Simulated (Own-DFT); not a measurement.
# A surface energy from a slab and the bulk: wurtzite AlN, m plane (10-10)

Source: density functional calculations with Own-DFT, an unreviewed in-house program that is no longer used. Nothing was measured or relaxed, and spin and spin-orbit coupling are left out.

Caveats (not all hold for every row): some atoms lie very close together; k mesh not checked against a denser one.

Both sets of runs: PBE; PseudoDojo norm-conserving scalar-relativistic files; cutoff 42 hartree; Gaussian smearing of 0.01 eV. The slab has 128 atoms in 16 layers, two equal faces of 62.02 Å² as cut, 15 Å of vacuum, a dipole correction along the normal and a 6 x 3 x 1 mesh. The bulk cell has 72 atoms, the same measured lattice constants and a 4 x 4 x 3 mesh. In the slab only the 32 atoms nearest the faces were moved at random; u is their rms move along one axis. Energies are counted from -174.06 eV for each atom.

| slab run | u (Å) | E (eV, cell) |
|---|---|---|
| 1 | 0.0468 | 20.784 |
| 2 | 0.0482 | 20.789 |
| 3 | 0.0483 | 20.468 |
| 4 | 0.0485 | 21.600 |
| 5 | 0.0491 | 20.698 |
| 6 | 0.0495 | 21.289 |
| 7 | 0.0498 | 21.257 |
| 8 | 0.0535 | 23.056 |
| 9 | 0.0931 | 28.120 |
| 10 | 0.1003 | 27.262 |
| 11 | 0.1077 | 30.715 |
| 12 | 0.1079 | 29.443 |

```
bulk run   u (Å)  E (meV/atom)
       1  0.0197         -2.24
       2  0.0209         -0.52
       3  0.0214         -2.05
       4  0.0985        307.61
       5  0.1003        308.27
       6  0.1014        313.41
       7  0.1021        337.40
       8  0.1022        390.95
       9  0.1049        365.27
      10  0.1060        391.79
```

Asked: what is the energy of the unrelaxed surface?

## Solution

Take each set to u = 0 with E = a + b u². Residuals are scaled by 1/(u² + 0.0006 Å²) to tame the large moves. Slab: a = 18.79 ± 0.38 eV. Bulk: a = -16.3 ± 1.3 meV/atom. The excess is 18.79 - 128 x (-0.0163) = 20.88 ± 0.42 eV. Over two faces that is 168 meV/Å², or 2.70 ± 0.05 J/m². Relaxing the faces would lower the energy, and the unlike meshes and the reach from the smallest u down to zero add errors that aren't counted here.
